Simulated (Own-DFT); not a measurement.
## Calculated data, GaP (zincblende, strongly disordered by large displacements), InAs (zincblende, strongly disordered by large displacements)

All values are calculated (Own-DFT development build). A calculation, not a measurement: plane-wave PBE density functional theory by an unreviewed code, no spin, of a simulated periodic cell, stress positive in tension, free energy of the whole cell less one offset for each atom, forces on such cells passed a denser k mesh, this cell's mesh not checked; broken bonds can close the gap or carry spin, so checks made on this kind of crystal may not hold here; offsets are fitted by least squares, one for each functional and potential file, so energies compare only between cells with the same atoms and settings and are not formation energies; the far tail of each file's local potential was reset to the Coulomb form; each entry is a single point on an unrelaxed cell, so the pressure reflects the starting lattice, mostly measured values (interpolated for alloys), from which strain is counted, and rises with the displacements; printed positions are rounded, which can move forces by about a meV/angstrom; the program, named Own-DFT, is a retired in-house code; no spin-orbit coupling.

Common to all runs: functional PBE; potential files PseudoDojo norm-conserving, scalar-relativistic, standard set; wave cutoff 42 hartree; occupations Fermi-Dirac; smearing width 0.1 eV; k mesh 3 x 3 x 3 centred on Gamma.

(1) GaP (zincblende, strongly disordered by large displacements)

```
GaP
1.0
     10.9010     0.0000     0.0000
      0.0000    10.9010     0.0000
      0.0000     0.0000    10.9010
Ga P Ga P Ga P Ga P Ga P Ga P Ga P Ga P
4 4 4 4 4 4 4 4 4 4 4 4 4 4 4 4
Direct
  0.00501 0.00780 0.01956
  0.97327 0.27320 0.24323
  0.20768 0.98955 0.27718
  0.31864 0.25224 0.01593
  0.11915 0.09412 0.12950
  0.15120 0.42766 0.36024
  0.33418 0.09213 0.35788
  0.40190 0.34990 0.15037
  0.99290 0.00586 0.51313
  0.97398 0.25297 0.72864
  0.23971 0.03727 0.75898
  0.25068 0.31333 0.50359
  0.14462 0.14839 0.64484
  0.07109 0.36554 0.87384
  0.33591 0.15452 0.86365
  0.37456 0.38018 0.61496
  0.01161 0.51670 0.98234
  0.01715 0.73749 0.21858
  0.27048 0.49351 0.23991
  0.28651 0.75521 0.02973
  0.06777 0.58097 0.14830
  0.12376 0.85396 0.39364
  0.37424 0.55841 0.44077
  0.39903 0.86398 0.12219
  0.96473 0.44933 0.50480
  0.99262 0.70669 0.73968
  0.22269 0.49242 0.75812
  0.21341 0.70525 0.46786
  0.11247 0.63765 0.60306
  0.12323 0.92292 0.87245
  0.37688 0.57109 0.83520
  0.40884 0.85141 0.62543
  0.48029 0.99820 0.03240
  0.47074 0.21527 0.25125
  0.75175 0.05050 0.23827
  0.76886 0.28240 0.02436
  0.63949 0.17726 0.15203
  0.63752 0.41242 0.39795
  0.86680 0.15468 0.37069
  0.83926 0.36787 0.16498
  0.52273 0.95037 0.52845
  0.51631 0.24637 0.74603
  0.73624 0.98497 0.70947
  0.68190 0.24181 0.43891
  0.61431 0.14385 0.61496
  0.66820 0.39265 0.92622
  0.87373 0.09887 0.93289
  0.88414 0.39185 0.65633
  0.52447 0.48395 0.98028
  0.51580 0.70927 0.26654
  0.72686 0.53321 0.29653
  0.81575 0.73394 0.00028
  0.60858 0.58704 0.17024
  0.65369 0.87893 0.34657
  0.82411 0.67578 0.34755
  0.90535 0.84416 0.12286
  0.50393 0.45933 0.51815
  0.53656 0.78638 0.73376
  0.72130 0.51371 0.77813
  0.73892 0.76815 0.51334
  0.60886 0.63267 0.67150
  0.63220 0.86366 0.86645
  0.83340 0.63844 0.84825
  0.86032 0.89652 0.57236
```

```
hardware                          : one NVIDIA H100
free energy of cell above offsets : 38.294 eV
pressure                          : 21.35 GPa
stress xx                         : -20.99 GPa
stress yy                         : -21.62 GPa
stress zz                         : -21.45 GPa
stress yz                         : 0.44 GPa
stress xz                         : -4.45 GPa
stress xy                         : -0.59 GPa
wall time                         : 594.8 s
```

Force:
```csv
element,x (eV/Å),y (eV/Å),z (eV/Å)
Ga,-0.022,-4.741,-0.891
Ga,6.164,-2.408,1.693
Ga,-1.643,-1.928,-3.234
Ga,-3.79,-0.014,1.361
P,3.26,5.121,3.395
P,-6.245,-3.516,4.184
P,5.094,3.776,4.188
P,-0.476,7.134,-1.678
Ga,4.412,4.097,-1.964
Ga,2.406,-5.535,3.024
Ga,0.581,-5.586,-0.674
Ga,-4.383,-4.608,-3.795
P,-3.57,2.579,-5.142
P,2.743,-0.652,0.232
P,5.45,0.436,-0.809
P,0.473,-1.506,8.632
Ga,-2.455,0.009,-2.552
Ga,1.269,2.607,6.332
Ga,3.482,2.635,-3.527
Ga,-3.886,-3.435,-4.354
P,4.591,-4.477,0.665
P,-2.917,1.297,-1.597
P,-4.7,5.734,-5.216
P,0.236,-1.762,6.73
Ga,2.888,3.103,-5.33
Ga,-0.261,2.998,0.917
Ga,-3.303,-1.384,-1.356
Ga,5.565,-0.4,-1.686
P,-2.062,-4.51,3.878
P,-0.302,-3.985,0.055
P,3.429,2.788,3.147
P,-9.592,-0.515,-0.553
Ga,3.611,4.697,-4.027
Ga,0.397,-4.316,4.196
Ga,1.542,-4.083,1.048
Ga,2.37,-7.717,-2.316
P,-2.201,-0.338,-2.644
P,-1.714,-1.223,0.288
P,1.259,-1.248,2.267
P,-0.291,7.232,2.604
Ga,3.062,4.382,-4.929
Ga,-2.49,1.733,2.466
Ga,0.016,0.99,2.079
Ga,2.079,-4.692,1.742
P,1.497,-2.413,-1.735
P,-0.27,-1.152,-6.456
P,-5.319,4.216,-4.619
P,-6.079,2.513,1.575
Ga,-6.487,3.447,3.081
Ga,-3.313,4.966,2.873
Ga,4.046,-3.235,-1.475
Ga,-3.4,1.519,2.4
P,-1.213,-1.087,-9.452
P,-1.763,0.036,0.477
P,4.635,3.623,2.247
P,-2.737,6.407,-0.511
Ga,6.26,2.068,2.257
Ga,-1.57,-0.15,2.371
Ga,-1.007,-4.44,-2.742
Ga,-2.592,-3.631,-0.731
P,0.947,-4.824,-5.324
P,3.046,3.876,5.555
P,5.492,0.693,-1.218
P,-0.249,-1.202,4.577
```

(2) InAs (zincblende, strongly disordered by large displacements)

```
InAs
1.0
     12.1166     0.0000     0.0000
      0.0000    12.1166     0.0000
      0.0000     0.0000    12.1166
In As In As In As In As In As In As In As In As
4 4 4 4 4 4 4 4 4 4 4 4 4 4 4 4
Direct
  0.00045 0.02383 0.02121
  0.98916 0.22730 0.25193
  0.24501 0.99128 0.26670
  0.25160 0.28262 0.97727
  0.11948 0.12546 0.11982
  0.11309 0.38071 0.38186
  0.38286 0.10661 0.38372
  0.39263 0.39277 0.13286
  0.98856 0.00477 0.51061
  0.99423 0.24717 0.76698
  0.26168 0.00686 0.73753
  0.24994 0.25241 0.49570
  0.13764 0.13329 0.62084
  0.13162 0.36651 0.85228
  0.34941 0.13180 0.88502
  0.40195 0.37887 0.61828
  0.02106 0.52521 0.99024
  0.99258 0.71671 0.24513
  0.25959 0.46979 0.26105
  0.23639 0.76267 0.00876
  0.10883 0.63627 0.13089
  0.13852 0.86615 0.38193
  0.36524 0.62417 0.38586
  0.36141 0.87978 0.12078
  0.96609 0.51542 0.46592
  0.98963 0.75778 0.75699
  0.24499 0.49132 0.74982
  0.25728 0.75702 0.51055
  0.11626 0.63057 0.62233
  0.12655 0.85950 0.86221
  0.37740 0.64192 0.90412
  0.38096 0.88761 0.60902
  0.51093 0.99621 0.00778
  0.49510 0.28279 0.25846
  0.76083 0.99116 0.25515
  0.74586 0.23819 0.02609
  0.62562 0.10451 0.12861
  0.65636 0.37514 0.37345
  0.87412 0.14658 0.36717
  0.87057 0.37008 0.12317
  0.49922 0.00543 0.52150
  0.51273 0.25983 0.75175
  0.75750 0.96978 0.75876
  0.74758 0.24065 0.48438
  0.61861 0.13189 0.59960
  0.59942 0.36778 0.87578
  0.88082 0.13931 0.85939
  0.88178 0.34719 0.61506
  0.50478 0.46475 0.00927
  0.50040 0.75965 0.26552
  0.76313 0.49230 0.24138
  0.73030 0.72624 0.00188
  0.62699 0.62578 0.14513
  0.65608 0.89225 0.36599
  0.89083 0.65722 0.38073
  0.86281 0.83313 0.12580
  0.51215 0.48911 0.49321
  0.49524 0.74403 0.72677
  0.74254 0.51403 0.74342
  0.75485 0.72601 0.48972
  0.60682 0.62277 0.65010
  0.60438 0.88001 0.89296
  0.89672 0.63268 0.89133
  0.86983 0.87156 0.61908
```

```
hardware                          : one NVIDIA H200
free energy of cell above offsets : -2.955 eV
pressure                          : 8.7 GPa
stress xx                         : -9.16 GPa
stress yy                         : -7.74 GPa
stress zz                         : -9.2 GPa
stress yz                         : 0.99 GPa
stress xz                         : 2.43 GPa
stress xy                         : -0.65 GPa
wall time                         : 1179 s
```

Force:
```csv
element,x (eV/Å),y (eV/Å),z (eV/Å)
In,-3.258,-3.964,-3.458
In,3.774,3.586,-3.32
In,0.513,1.165,-1.434
In,1.071,-1.16,3.317
As,4.004,2.683,2.64
As,-0.199,-1.003,-0.537
As,-0.565,2.245,-1.32
As,-4.576,-2.223,0.903
In,1.361,0.586,-1.022
In,2.962,1.709,-3.858
In,-1.006,-0.591,0.927
In,1.203,0.498,-0.296
As,-1.745,-0.414,0.722
As,-2.409,1.942,0.845
As,2.719,-1.076,-0.536
As,-2.663,-0.795,0.749
In,0.862,-3.767,0.485
In,0.772,5.401,-0.894
In,-1.54,2.219,0.629
In,-0.279,-0.636,-0.262
As,5.541,-2.845,-1.74
As,-2.863,-0.291,0.031
As,1.232,-0.477,-0.558
As,1.376,0.448,1.227
In,3.162,-4.812,4.386
In,0.268,-0.531,-1.611
In,2.066,2.662,-1.533
In,-0.94,-1.211,0.361
As,-0.108,-0.653,-0.003
As,0.663,2.846,0.599
As,0.472,-1.61,-1.307
As,-1.176,-2.315,2.496
In,-3.9,1.889,0.994
In,1.463,-3.446,1.662
In,3.64,2.5,-3.833
In,-0.31,0.029,-2.035
As,0.15,1.747,1.968
As,-2.148,1.513,-0.53
As,-1.87,-4.957,2.538
As,2.415,0.197,-0.84
In,1.667,-0.356,-3.268
In,-2.443,-3.672,-2.533
In,-1.101,1.734,0.679
In,0.078,-0.075,2.252
As,1.853,1.016,3.456
As,5.328,1.028,1.003
As,-4.205,-4.124,3.934
As,-0.633,2.266,-0.238
In,1.862,5.742,-1.823
In,-0.387,0.327,-0.215
In,-0.152,1.754,0.364
In,0.213,0.788,-1.11
As,-1.2,-1.437,0.01
As,-4.746,-3.877,4.751
As,-3.485,-0.568,-0.39
As,0.678,2.803,-0.054
In,0.487,1.426,-1.011
In,-3.796,4.081,3.963
In,2.424,-2.193,1.704
In,-3.837,2.507,2.722
As,2.928,-2.391,-4.726
As,2.524,-3.32,-3.641
As,-4.021,0.569,-2.072
As,-0.17,-1.12,-0.31
```

(3) InAs (zincblende, strongly disordered by large displacements)

```
InAs
1.0
     12.1166     0.0000     0.0000
      0.0000    12.1166     0.0000
      0.0000     0.0000    12.1166
In As In As In As In As In As In As In As In As
4 4 4 4 4 4 4 4 4 4 4 4 4 4 4 4
Direct
  0.98793 0.00078 0.99984
  0.00214 0.23829 0.22738
  0.24989 0.98727 0.25369
  0.24643 0.24662 0.00256
  0.14149 0.14741 0.11015
  0.14584 0.36377 0.35949
  0.36844 0.14229 0.36470
  0.34886 0.38892 0.11783
  0.98647 0.02544 0.47237
  0.00089 0.25201 0.73709
  0.23738 0.00328 0.74250
  0.25219 0.26372 0.49109
  0.12691 0.13802 0.63614
  0.15103 0.38526 0.89640
  0.39998 0.14081 0.87896
  0.37718 0.38808 0.65300
  0.00241 0.47541 0.02436
  0.97425 0.74875 0.25323
  0.26295 0.48058 0.24687
  0.24331 0.76776 0.98571
  0.12744 0.60914 0.13301
  0.13244 0.89420 0.35543
  0.35690 0.65070 0.36230
  0.37686 0.91324 0.12836
  0.03032 0.50777 0.50675
  0.99402 0.74061 0.74640
  0.23726 0.49656 0.74096
  0.25180 0.73220 0.53582
  0.13946 0.60453 0.61240
  0.09980 0.86892 0.87424
  0.36711 0.63470 0.87424
  0.37669 0.85378 0.60280
  0.52091 0.98822 0.97456
  0.49562 0.25371 0.23163
  0.73419 0.00021 0.26035
  0.74090 0.23800 0.00324
  0.61436 0.13278 0.12465
  0.61918 0.37564 0.33612
  0.86892 0.13957 0.37667
  0.87923 0.36907 0.12062
  0.49439 0.00063 0.50451
  0.49521 0.24422 0.75954
  0.75594 0.00305 0.74665
  0.73372 0.27883 0.49213
  0.63441 0.10024 0.64246
  0.64446 0.37034 0.91332
  0.87631 0.13182 0.88048
  0.86589 0.38827 0.63406
  0.50994 0.49731 0.01937
  0.51776 0.74289 0.25345
  0.74892 0.50418 0.21989
  0.75513 0.75474 0.99967
  0.63087 0.60446 0.13298
  0.63944 0.90669 0.38163
  0.86477 0.62432 0.36021
  0.86683 0.85293 0.12724
  0.51410 0.51821 0.49960
  0.51764 0.75633 0.77347
  0.74154 0.45979 0.74294
  0.76075 0.76328 0.52493
  0.62806 0.64700 0.62081
  0.62949 0.84424 0.90570
  0.84466 0.62766 0.88685
  0.88567 0.89388 0.62582
```

```
hardware                          : one NVIDIA H200
free energy of cell above offsets : -1.915 eV
pressure                          : 9.04 GPa
stress xx                         : -9.8 GPa
stress yy                         : -8.6 GPa
stress zz                         : -8.72 GPa
stress yz                         : 1.68 GPa
stress xz                         : 1.12 GPa
stress xy                         : 0.64 GPa
wall time                         : 1174 s
```

Force:
```csv
element,x (eV/Å),y (eV/Å),z (eV/Å)
In,0.433,-0.089,1.026
In,-0.297,0.447,1.693
In,1.855,4.595,-1.728
In,4.374,1.518,-3.453
As,-3.42,-5.614,3.32
As,-3.45,0.582,0.346
As,0.689,-1.277,0.588
As,4.705,-3.201,-3.786
In,3.176,-2.339,2.148
In,-0.689,1.339,2.142
In,1.351,-1.189,1.001
In,1.283,-0.827,2.654
As,0.334,-0.473,-2.906
As,-2.334,0.555,-2.047
As,-3.65,-3.603,2.753
As,1.9,-1.123,-2.744
In,1.863,2.971,-2.463
In,3.908,-0.249,0.179
In,-1.99,4.978,3.746
In,0.587,-0.459,1.923
As,-0.223,1.664,-0.036
As,-4.82,-3.782,4.254
As,0.493,-1.316,0.378
As,2.143,-2.749,-2.41
In,-4.888,-3.804,-5.239
In,-0.922,-0.752,0.081
In,0.949,0.048,3.282
In,-0.019,0.962,-4.285
As,-0.982,2.738,4.352
As,0.928,1.029,-0.607
As,0.703,-0.793,-0.087
As,2.441,3.205,3.351
In,-2.004,2.571,1.968
In,-2.325,0.353,0.008
In,3.605,3.272,-4.614
In,2.813,-2.102,1.775
As,0.801,-2.383,-0.48
As,0.486,1.345,2.3
As,-2.122,2.253,-2.197
As,-2.66,-2.054,1.359
In,-0.466,1.037,-0.728
In,3.288,2.629,-2.751
In,2.131,-1.908,3.322
In,0.193,-0.961,0.184
As,-3.28,3.605,-2.748
As,-2.95,2.622,-3.554
As,-0.213,-0.047,-0.886
As,4.763,-2.412,-4.491
In,-2.369,-0.394,-1.789
In,-0.432,1.602,0.224
In,4.907,-3.857,3.974
In,1.519,-2.612,3.531
As,-3.381,5.961,-2.815
As,-3.284,-5.064,3.878
As,-0.576,-1.202,2.922
As,-0.119,4.064,0.141
In,-1.414,-0.478,-1.009
In,-2.402,-1.51,-2.342
In,-4.201,4.229,4.326
In,0.446,0.273,-2.328
As,-0.253,-1.664,1.604
As,-1.031,3.405,-3.273
As,2.717,-3.17,-2.687
As,1.384,-0.396,-0.25
```

(4) GaP (zincblende, strongly disordered by large displacements)

```
GaP
1.0
     10.9010     0.0000     0.0000
      0.0000    10.9010     0.0000
      0.0000     0.0000    10.9010
Ga P Ga P Ga P Ga P Ga P Ga P Ga P Ga P
4 4 4 4 4 4 4 4 4 4 4 4 4 4 4 4
Direct
  0.00597 0.97295 0.97819
  0.01458 0.23891 0.26442
  0.26716 0.99269 0.23924
  0.24277 0.25863 0.99795
  0.13639 0.10560 0.11537
  0.10496 0.37058 0.36836
  0.35952 0.11223 0.41045
  0.37517 0.37561 0.13970
  0.03898 0.03265 0.49648
  0.00789 0.24605 0.73911
  0.25562 0.00395 0.73377
  0.26004 0.24484 0.51097
  0.11885 0.15403 0.60802
  0.11915 0.36953 0.89325
  0.35619 0.09983 0.87885
  0.37976 0.39399 0.63351
  0.00225 0.48108 0.97953
  0.01478 0.73363 0.25051
  0.25776 0.49118 0.21945
  0.24626 0.73564 0.98975
  0.13897 0.65807 0.13217
  0.10902 0.87970 0.37746
  0.35925 0.63586 0.39423
  0.35916 0.88366 0.12433
  0.00862 0.49370 0.47254
  0.00756 0.77200 0.76169
  0.26301 0.47491 0.74919
  0.22102 0.76090 0.49311
  0.09906 0.59454 0.63158
  0.11842 0.88537 0.85167
  0.36000 0.63347 0.86663
  0.41441 0.89007 0.62618
  0.49246 0.02532 0.98199
  0.51985 0.22832 0.23737
  0.73943 0.01348 0.22603
  0.75195 0.24993 0.99634
  0.61540 0.12800 0.11752
  0.59861 0.38849 0.37286
  0.85150 0.12074 0.37996
  0.85549 0.37970 0.07378
  0.49140 0.99986 0.50139
  0.49275 0.24312 0.77016
  0.75636 0.97103 0.75242
  0.78850 0.24001 0.50097
  0.65322 0.09616 0.59328
  0.62721 0.35923 0.85835
  0.91532 0.11860 0.83261
  0.86620 0.36509 0.60762
  0.49976 0.46531 0.98255
  0.51667 0.77952 0.25289
  0.71822 0.51104 0.24457
  0.75937 0.73424 0.01541
  0.61451 0.63765 0.15964
  0.62647 0.90301 0.36078
  0.86130 0.63212 0.39447
  0.88124 0.86075 0.10200
  0.50139 0.49345 0.48957
  0.51135 0.74793 0.75846
  0.73958 0.52192 0.75344
  0.75616 0.76964 0.51797
  0.60958 0.63468 0.64866
  0.61948 0.88418 0.87308
  0.90464 0.64283 0.84094
  0.89043 0.84997 0.62344
```

```
hardware                          : one NVIDIA H100
free energy of cell above offsets : 0.913 eV
pressure                          : 11.19 GPa
stress xx                         : -10.86 GPa
stress yy                         : -11.97 GPa
stress zz                         : -10.74 GPa
stress yz                         : -4.94 GPa
stress xz                         : 2.05 GPa
stress xy                         : 1.34 GPa
wall time                         : 568.8 s
```

Force:
```csv
element,x (eV/Å),y (eV/Å),z (eV/Å)
Ga,-1.464,3.238,2.109
Ga,-2.366,-2.972,-2.79
Ga,-3.253,2.92,4.224
Ga,1.489,-2.105,1.838
P,-1.258,1.06,0.513
P,5.338,0.003,-1.159
P,0.664,0.014,-4.785
P,3.425,-4.327,-3.561
Ga,-4.457,-3.985,-2.996
Ga,0.239,5.23,-0.85
Ga,-0.533,-0.918,-1.841
Ga,0.558,4.096,-0.379
P,2.957,0.098,3.577
P,2.992,-1.901,-5.071
P,-1.907,4.859,-1.257
P,2.93,-4.488,-2.969
Ga,-2.864,5.208,1.724
Ga,-4.41,2.027,2.7
Ga,-3.682,4.329,4.203
Ga,0.052,3.183,-0.436
P,0.754,-4.888,-1.33
P,0.567,1.224,-1.62
P,1.061,-0.591,-1.727
P,4.433,-3.309,-3.668
Ga,-3.24,2.274,2.818
Ga,0.641,-1.614,-4.641
Ga,-4.701,3.552,2.952
Ga,1.352,-1.625,2.246
P,1.881,1.383,0.543
P,6.321,0.614,1.014
P,2.116,-2.14,-0.699
P,-4.666,-3.797,3.294
Ga,2.246,-3.58,2.481
Ga,-4.185,3.913,5.115
Ga,2.3,-1.717,0.572
Ga,-1.672,-3.712,-3.048
P,2.456,-1.393,-4.323
P,3.716,-4.143,-2.811
P,4.148,-3.204,-4.706
P,2.027,3.294,5.24
Ga,3.774,1.903,-2.449
Ga,-1.134,-1.656,-2.731
Ga,1.312,1.682,-1.851
Ga,-5.555,0.277,0.649
P,-0.45,1.194,2.287
P,1.61,1.029,0.787
P,-4.909,-4.202,4.635
P,2.82,4.745,3.891
Ga,-0.957,2.255,1.198
Ga,-3.604,-0.312,0.28
Ga,3.882,-2.938,2.486
Ga,-1.872,-1.287,-1.988
P,-1.411,1.051,-5.72
P,0.829,-0.423,2.188
P,0.603,-1.112,-2.413
P,0.879,2.077,2.778
Ga,-2.878,3.985,3.015
Ga,-3.09,2.604,2.231
Ga,1.833,-1.284,-0.18
Ga,-3.229,-1.636,-2.216
P,2.121,-2.212,-4.953
P,0.271,-0.836,2.456
P,-4.243,-5.368,4.697
P,1.393,4.356,0.424
```
